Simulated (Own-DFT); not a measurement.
## Calculated data, GaP (zincblende, atoms displaced)

Computed with Own-DFT development build. A calculation, not a measurement: plane-wave PBE density functional theory by an unreviewed code, no spin, of a simulated periodic cell, stress positive in tension, free energy of the whole cell less one offset for each atom, forces on such cells passed a denser k mesh, this cell's mesh not checked; offsets are fitted by least squares, one for each functional and potential file, so energies compare only between cells with the same atoms and settings and are not formation energies; the far tail of each file's local potential was reset to the Coulomb form; each entry is a single point on an unrelaxed cell, so the pressure reflects the starting lattice, mostly measured values (interpolated for alloys), from which strain is counted, and rises with the displacements; printed positions are rounded, which can move forces by about a meV/angstrom; the program, named Own-DFT, is a retired in-house code; no spin-orbit coupling; before rounding, a Quantum ESPRESSO 7.3.1 run of the same cell and cutoff gave forces within 1 meV/angstrom rms on each cell, which checks the program and not the settings.

Common to all runs: functional PBE; potential files PseudoDojo norm-conserving, scalar-relativistic, standard set; wave cutoff 42 hartree; occupations Fermi-Dirac; smearing width 0.1 eV; k mesh 2 x 3 x 3 centred on Gamma.

(1) GaP (zincblende, atoms displaced)

```
cell vectors (Å)
  16.3515     0.0000     0.0000
   0.0000    10.9010     0.0000
   0.0000     0.0000    10.9010
atoms (fractions of the cell vectors)
Ga  0.00054  0.00134  0.00113
Ga  0.99854  0.24937  0.25169
Ga  0.16733  0.00120  0.25000
Ga  0.16765  0.25081  0.00102
P   0.08383  0.12520  0.12614
P   0.08337  0.37997  0.37395
P   0.24866  0.12464  0.37450
P   0.24892  0.37477  0.12617
Ga  0.99985  0.99921  0.50041
Ga  0.99911  0.24989  0.75019
Ga  0.16793  0.99840  0.75071
Ga  0.16579  0.24917  0.50263
P   0.08372  0.12503  0.62908
P   0.08417  0.37443  0.87618
P   0.24926  0.12841  0.87379
P   0.24959  0.37271  0.62714
Ga  0.99909  0.49724  0.99981
Ga  0.00039  0.75163  0.25118
Ga  0.16528  0.49821  0.24830
Ga  0.16544  0.75120  0.99941
P   0.08210  0.62469  0.12468
P   0.08598  0.87508  0.37494
P   0.24930  0.62715  0.37685
P   0.25016  0.87099  0.12718
Ga  0.00090  0.49934  0.50336
Ga  0.99833  0.75413  0.74999
Ga  0.16721  0.49999  0.75300
Ga  0.16637  0.75128  0.49842
P   0.08356  0.62527  0.62746
P   0.08236  0.87220  0.87141
P   0.25147  0.62163  0.87840
P   0.24622  0.87793  0.62427
Ga  0.33360  0.00206  0.99969
Ga  0.33100  0.24925  0.24770
Ga  0.49972  0.00028  0.24804
Ga  0.50128  0.24928  0.00438
P   0.41657  0.12221  0.12595
P   0.41669  0.37454  0.37426
P   0.58006  0.12377  0.37828
P   0.58346  0.37433  0.12601
Ga  0.33175  0.00086  0.49706
Ga  0.33372  0.24649  0.75165
Ga  0.49896  0.99872  0.75055
Ga  0.49987  0.24843  0.49955
P   0.41726  0.12322  0.62096
P   0.41433  0.37686  0.87467
P   0.58563  0.12336  0.87354
P   0.58418  0.37558  0.62264
Ga  0.33337  0.50330  0.99989
Ga  0.33269  0.74827  0.24833
Ga  0.50000  0.50297  0.25309
Ga  0.50180  0.74833  0.00086
P   0.41799  0.62314  0.12461
P   0.41636  0.87402  0.37700
P   0.58527  0.62530  0.37663
P   0.58431  0.87626  0.12641
Ga  0.33193  0.49992  0.49871
Ga  0.33342  0.74861  0.75078
Ga  0.50249  0.50057  0.74822
Ga  0.50068  0.74974  0.49712
P   0.41704  0.62657  0.62346
P   0.41613  0.87395  0.87507
P   0.58164  0.62402  0.87630
P   0.58510  0.87456  0.62141
Ga  0.66820  0.99992  0.99974
Ga  0.66624  0.24819  0.25047
Ga  0.83126  0.00182  0.24900
Ga  0.83365  0.24792  0.00227
P   0.75041  0.12506  0.12619
P   0.74986  0.37353  0.37338
P   0.91673  0.12919  0.37751
P   0.91674  0.37812  0.12704
Ga  0.66868  0.00150  0.50054
Ga  0.66783  0.24900  0.75144
Ga  0.83382  0.99866  0.74982
Ga  0.83487  0.24756  0.50441
P   0.75078  0.12546  0.62280
P   0.75049  0.37518  0.87778
P   0.91433  0.12185  0.87730
P   0.91801  0.37752  0.62369
Ga  0.66826  0.50294  0.99784
Ga  0.66755  0.74897  0.25056
Ga  0.83270  0.49828  0.25072
Ga  0.83244  0.74922  0.99930
P   0.74838  0.62211  0.12822
P   0.74857  0.87629  0.37026
P   0.91416  0.62439  0.37475
P   0.91696  0.87508  0.12596
Ga  0.66662  0.50008  0.49982
Ga  0.66653  0.74989  0.74896
Ga  0.83357  0.50088  0.74981
Ga  0.83175  0.75060  0.50014
P   0.74988  0.62516  0.62358
P   0.74862  0.87653  0.87139
P   0.91652  0.62577  0.87519
P   0.91761  0.87469  0.62546
```

Results for GaP (zincblende, atoms displaced): free energy of cell above offsets -53.566 eV; pressure 2.71 GPa; stress xx -2.71 GPa; stress yy -2.7 GPa; stress zz -2.71 GPa; stress yz -0.05 GPa; stress xz 0.01 GPa; stress xy 0 GPa.

Force:
| element | x (eV/Å) | y (eV/Å) | z (eV/Å) |
| --- | --- | --- | --- |
| Ga | 0.055 | -0.316 | -0.088 |
| Ga | 0.351 | 0.367 | -0.076 |
| Ga | 0.019 | -0.253 | -0.141 |
| Ga | -0.224 | -0.029 | 0.012 |
| P | -0.073 | 0.111 | -0.061 |
| P | -0.128 | -0.773 | 0.31 |
| P | 0.046 | 0.274 | 0.052 |
| P | 0.276 | 0.245 | -0.264 |
| Ga | 0.282 | 0.189 | -0.062 |
| Ga | -0.062 | -0.008 | 0.244 |
| Ga | -0.337 | 0.276 | 0.229 |
| Ga | -0.109 | 0.239 | -0.238 |
| P | -0.218 | -0.172 | -0.289 |
| P | -0.266 | -0.083 | -0.024 |
| P | 0.021 | -0.602 | 0.35 |
| P | 0.13 | 0.186 | -0.09 |
| Ga | 0.169 | 0.315 | -0.068 |
| Ga | -0.104 | -0.219 | 0.091 |
| Ga | 0.233 | 0.541 | 0.142 |
| Ga | 0.079 | -0.284 | 0.029 |
| P | 0.025 | 0.034 | -0.076 |
| P | -0.579 | 0.197 | -0.053 |
| P | -0.045 | -0.382 | -0.418 |
| P | -0.116 | 0.642 | -0.469 |
| Ga | -0.018 | 0.478 | -0.447 |
| Ga | 0.129 | -0.724 | -0.075 |
| Ga | 0.024 | -0.062 | -0.198 |
| Ga | -0.101 | -0.233 | 0.377 |
| P | 0.003 | 0.196 | -0.027 |
| P | 0.199 | 0.597 | 0.542 |
| P | -0.451 | 0.693 | -0.356 |
| P | 0.859 | -0.452 | 0.003 |
| Ga | -0.287 | -0.318 | -0.026 |
| Ga | 0.35 | 0.011 | 0.261 |
| Ga | -0.084 | -0.265 | 0.454 |
| Ga | -0.237 | 0.071 | -0.584 |
| P | -0.105 | 0.381 | -0.099 |
| P | -0.203 | -0.043 | 0 |
| P | 0.672 | -0.058 | -0.45 |
| P | 0.169 | 0.386 | 0.034 |
| Ga | 0.047 | -0.207 | 0.232 |
| Ga | 0.264 | 0.305 | -0.41 |
| Ga | 0.284 | -0.069 | -0.267 |
| Ga | -0.145 | 0.423 | 0.087 |
| P | -0.24 | 0.042 | 0.501 |
| P | 0.641 | -0.301 | 0.08 |
| P | -0.506 | 0.121 | 0.241 |
| P | 0.012 | -0.316 | 0.272 |
| Ga | 0.145 | -0.608 | 0.356 |
| Ga | 0.361 | -0.087 | 0.348 |
| Ga | 0.186 | -0.381 | -0.141 |
| Ga | -0.27 | 0.368 | 0.097 |
| P | -0.112 | 0.279 | 0.143 |
| P | -0.078 | 0.054 | -0.541 |
| P | -0.219 | 0.045 | -0.199 |
| P | 0.029 | -0.206 | -0.193 |
| Ga | 0.116 | -0.113 | 0.225 |
| Ga | -0.255 | 0.154 | -0.24 |
| Ga | -0.573 | -0.17 | 0.009 |
| Ga | 0.005 | 0.061 | 0.262 |
| P | 0.022 | -0.21 | 0.036 |
| P | 0.099 | -0.002 | 0.168 |
| P | 0.524 | 0.171 | -0.283 |
| P | -0.274 | 0.077 | 0.334 |
| Ga | -0.098 | -0.003 | 0.052 |
| Ga | -0.268 | -0.019 | 0.176 |
| Ga | 0.609 | -0.065 | 0.184 |
| Ga | 0.065 | 0.357 | 0.07 |
| P | -0.266 | 0.061 | -0.166 |
| P | 0.094 | -0.161 | 0.458 |
| P | -0.096 | -0.756 | -0.191 |
| P | -0.1 | -0.572 | -0.199 |
| Ga | -0.323 | -0.129 | -0.307 |
| Ga | -0.024 | 0.261 | -0.212 |
| Ga | -0.118 | 0.089 | -0.188 |
| Ga | -0.184 | 0.649 | -0.374 |
| P | 0.051 | -0.105 | 0.528 |
| P | 0.168 | -0.084 | -0.329 |
| P | 0.392 | 0.364 | -0.222 |
| P | -0.293 | -0.344 | 0.424 |
| Ga | -0.418 | -0.377 | 0.294 |
| Ga | -0.29 | 0.041 | -0.127 |
| Ga | -0.057 | 0.088 | 0.091 |
| Ga | -0.14 | 0.093 | 0.168 |
| P | 0.372 | 0.365 | -0.374 |
| P | 0.285 | 0.004 | 0.602 |
| P | 0.469 | 0.107 | 0.225 |
| P | -0.161 | 0.108 | -0.083 |
| Ga | 0.269 | -0.162 | -0.116 |
| Ga | -0.226 | -0.135 | -0.011 |
| Ga | -0.029 | -0.051 | 0.025 |
| Ga | 0.104 | 0.159 | -0.226 |
| P | -0.052 | -0.083 | 0.236 |
| P | 0.25 | -0.343 | 0.37 |
| P | 0.035 | -0.059 | -0.029 |
| P | -0.427 | 0.118 | -0.316 |

(2) GaP (zincblende, atoms displaced)

```
cell vectors (Å)
  16.3515     0.0000     0.0000
   0.0000    10.9010     0.0000
   0.0000     0.0000    10.9010
atoms (fractions of the cell vectors)
Ga  0.00161  0.00056  0.00210
Ga  0.00069  0.25052  0.25002
Ga  0.16643  0.00187  0.25037
Ga  0.16753  0.25174  0.99957
P   0.08448  0.12512  0.12448
P   0.08343  0.37522  0.37697
P   0.24943  0.12434  0.37470
P   0.25203  0.37337  0.12627
Ga  0.99947  0.00096  0.50067
Ga  0.99808  0.25065  0.74789
Ga  0.16641  0.00176  0.74895
Ga  0.16665  0.24484  0.50160
P   0.08500  0.12558  0.62406
P   0.08170  0.37533  0.87602
P   0.24962  0.12177  0.87554
P   0.25038  0.37586  0.62396
Ga  0.00067  0.49658  0.99989
Ga  0.99844  0.74839  0.24947
Ga  0.16676  0.50339  0.25036
Ga  0.16500  0.74733  0.00172
P   0.08282  0.62433  0.12356
P   0.08243  0.87367  0.37697
P   0.24897  0.62811  0.37674
P   0.24924  0.87832  0.13119
Ga  0.00103  0.50159  0.49953
Ga  0.00253  0.74911  0.74778
Ga  0.16447  0.49200  0.75278
Ga  0.16857  0.75163  0.49582
P   0.08638  0.62460  0.62275
P   0.08347  0.87593  0.87569
P   0.24904  0.62847  0.87487
P   0.25016  0.87281  0.62616
Ga  0.33278  0.99930  0.99722
Ga  0.33547  0.25166  0.24999
Ga  0.50136  0.99554  0.24727
Ga  0.50113  0.24967  0.00136
P   0.41619  0.12766  0.12338
P   0.41690  0.37462  0.37472
P   0.58381  0.12440  0.37657
P   0.58267  0.37198  0.12558
Ga  0.33411  0.99703  0.50416
Ga  0.33371  0.25122  0.75202
Ga  0.50175  0.00385  0.75188
Ga  0.49767  0.25320  0.49824
P   0.41769  0.12496  0.62381
P   0.41611  0.37036  0.87081
P   0.58454  0.12613  0.87234
P   0.58140  0.37517  0.62341
Ga  0.33194  0.49962  0.00239
Ga  0.33288  0.74776  0.25103
Ga  0.49950  0.49850  0.24734
Ga  0.49930  0.74864  0.00194
P   0.41608  0.62602  0.12030
P   0.41871  0.87269  0.37502
P   0.58231  0.62683  0.37364
P   0.58381  0.87463  0.12454
Ga  0.33190  0.50112  0.49871
Ga  0.33226  0.74994  0.75286
Ga  0.50058  0.50129  0.75022
Ga  0.49962  0.75000  0.50007
P   0.41804  0.62717  0.62759
P   0.41533  0.87518  0.87393
P   0.58316  0.62239  0.87495
P   0.58276  0.87590  0.62508
Ga  0.66659  0.99851  0.99951
Ga  0.66614  0.25089  0.25109
Ga  0.83452  0.99317  0.25027
Ga  0.83476  0.24791  0.99846
P   0.74969  0.12460  0.12388
P   0.74815  0.37736  0.37188
P   0.91964  0.12558  0.37735
P   0.91783  0.37512  0.12589
Ga  0.66597  0.00392  0.50004
Ga  0.66626  0.24837  0.75061
Ga  0.83382  0.00244  0.74978
Ga  0.83332  0.24992  0.50050
P   0.74909  0.12590  0.62493
P   0.75000  0.37678  0.87300
P   0.91637  0.12602  0.87776
P   0.91771  0.37413  0.62396
Ga  0.66710  0.49918  0.00142
Ga  0.66650  0.74723  0.25133
Ga  0.83228  0.50062  0.24976
Ga  0.83522  0.75097  0.99894
P   0.74838  0.62494  0.12555
P   0.75271  0.87515  0.37580
P   0.91729  0.62804  0.37746
P   0.91755  0.87486  0.12697
Ga  0.66637  0.49751  0.50098
Ga  0.66805  0.75030  0.75161
Ga  0.83443  0.50241  0.75152
Ga  0.83277  0.75170  0.50152
P   0.74997  0.62612  0.62613
P   0.75003  0.87727  0.87666
P   0.91697  0.62739  0.87461
P   0.91604  0.87656  0.62287
```

## Withheld values
1. GaP (zincblende, atoms displaced) (entry 2): pressure?
2. Give the table of force values for GaP (zincblende, atoms displaced) (entry 2).

## Answers
1. 2.74 GPa
2. 
Force:
| element | x (eV/Å) | y (eV/Å) | z (eV/Å) |
| --- | --- | --- | --- |
| Ga | -0.172 | -0.056 | -0.138 |
| Ga | 0.142 | -0.011 | 0.079 |
| Ga | -0.264 | -0.124 | 0.328 |
| Ga | 0.02 | -0.203 | 0.01 |
| P | -0.068 | 0.261 | 0.084 |
| P | 0.256 | -0.051 | -0.199 |
| P | 0.494 | -0.009 | 0.136 |
| P | -0.47 | 0.316 | 0.103 |
| Ga | 0.29 | -0.135 | 0.075 |
| Ga | 0.303 | -0.271 | 0.21 |
| Ga | 0.039 | -0.319 | 0.07 |
| Ga | 0.262 | 0.663 | -0.31 |
| P | -0.582 | -0.18 | 0.37 |
| P | 0.016 | -0.589 | -0.032 |
| P | -0.041 | 0.557 | -0.193 |
| P | -0.125 | -0.353 | 0.155 |
| Ga | -0.331 | 0.505 | 0.055 |
| Ga | 0.372 | 0.078 | 0.136 |
| Ga | -0.006 | -0.415 | 0.031 |
| Ga | 0.363 | 0.634 | 0.055 |
| P | -0.188 | -0.113 | 0.237 |
| P | -0.004 | 0.242 | -0.391 |
| P | 0.343 | -0.474 | -0.398 |
| P | 0.146 | -0.513 | -0.729 |
| Ga | -0.031 | -0.022 | 0.081 |
| Ga | -0.165 | 0.18 | -0.081 |
| Ga | 0.469 | 0.872 | -0.328 |
| Ga | -0.344 | 0.163 | 0.563 |
| P | -0.069 | -0.083 | 0.206 |
| P | 0.021 | -0.064 | -0.089 |
| P | -0.177 | -0.801 | 0.137 |
| P | -0.128 | 0.165 | 0.007 |
| Ga | 0.035 | -0.076 | 0.551 |
| Ga | -0.269 | -0.38 | 0.182 |
| Ga | -0.266 | 0.597 | 0.224 |
| Ga | -0.195 | -0.056 | -0.427 |
| P | 0.18 | -0.596 | 0.112 |
| P | -0.251 | 0.492 | -0.099 |
| P | -0.41 | 0.218 | -0.372 |
| P | 0.2 | 0.351 | -0.092 |
| Ga | -0.004 | 0.131 | -0.461 |
| Ga | -0.334 | -0.541 | -0.535 |
| Ga | -0.338 | -0.396 | -0.278 |
| Ga | 0.366 | -0.468 | 0.136 |
| P | -0.193 | 0.141 | 0.222 |
| P | 0.353 | 0.805 | 0.796 |
| P | -0.067 | -0.1 | 0.691 |
| P | 0.249 | -0.124 | 0.228 |
| Ga | 0.155 | -0.065 | -0.71 |
| Ga | 0.194 | 0.293 | -0.108 |
| Ga | -0.023 | 0.296 | 0.053 |
| Ga | 0.208 | 0.287 | -0.519 |
| P | -0.105 | -0.313 | 0.679 |
| P | -0.427 | 0.195 | -0.078 |
| P | 0.02 | -0.501 | 0.25 |
| P | 0.155 | -0.301 | -0.118 |
| Ga | 0.363 | 0.153 | 0.259 |
| Ga | 0.185 | -0.023 | -0.295 |
| Ga | -0.206 | -0.285 | -0.03 |
| Ga | 0.178 | 0.018 | 0.142 |
| P | -0.441 | -0.213 | -0.254 |
| P | 0.48 | 0.08 | 0.138 |
| P | 0.131 | 0.348 | 0.23 |
| P | 0.25 | -0.053 | 0.093 |
| Ga | -0.078 | 0.3 | 0.044 |
| Ga | 0.043 | -0.387 | -0.111 |
| Ga | -0.014 | 0.981 | 0.07 |
| Ga | -0.422 | 0.479 | 0.285 |
| P | 0.189 | -0.098 | 0.306 |
| P | 0.426 | -0.3 | 0.427 |
| P | -0.634 | -0.057 | -0.463 |
| P | -0.344 | -0.078 | -0.043 |
| Ga | 0.194 | -0.555 | 0.047 |
| Ga | 0.081 | 0.51 | -0.31 |
| Ga | -0.058 | -0.133 | 0.037 |
| Ga | -0.123 | 0.103 | -0.273 |
| P | 0.222 | 0.049 | 0.04 |
| P | 0.095 | -0.258 | 0.237 |
| P | 0.394 | -0.304 | -0.408 |
| P | -0.312 | 0.463 | -0.001 |
| Ga | -0.154 | -0.134 | -0.099 |
| Ga | 0.135 | 0.465 | 0.043 |
| Ga | 0.31 | 0.194 | 0.055 |
| Ga | -0.361 | 0.011 | 0.235 |
| P | 0.444 | 0.134 | -0.234 |
| P | -0.828 | -0.066 | 0.065 |
| P | -0.353 | -0.431 | -0.169 |
| P | 0.136 | -0.104 | -0.441 |
| Ga | -0.126 | 0.431 | -0.094 |
| Ga | -0.302 | 0.108 | -0.039 |
| Ga | -0.015 | -0.162 | -0.256 |
| Ga | 0.057 | -0.173 | 0.018 |
| P | 0.031 | -0.202 | -0.158 |
| P | 0.254 | -0.218 | -0.217 |
| P | 0.377 | -0.258 | 0.059 |
| P | 0.194 | -0.077 | 0.503 |

Further results for GaP (zincblende, atoms displaced) (entry 2):

```
free energy of cell above offsets : -53.478 eV
stress xx                         : -2.75 GPa
stress yy                         : -2.71 GPa
stress zz                         : -2.75 GPa
stress yz                         : 0.01 GPa
stress xz                         : 0.19 GPa
stress xy                         : -0.09 GPa
```
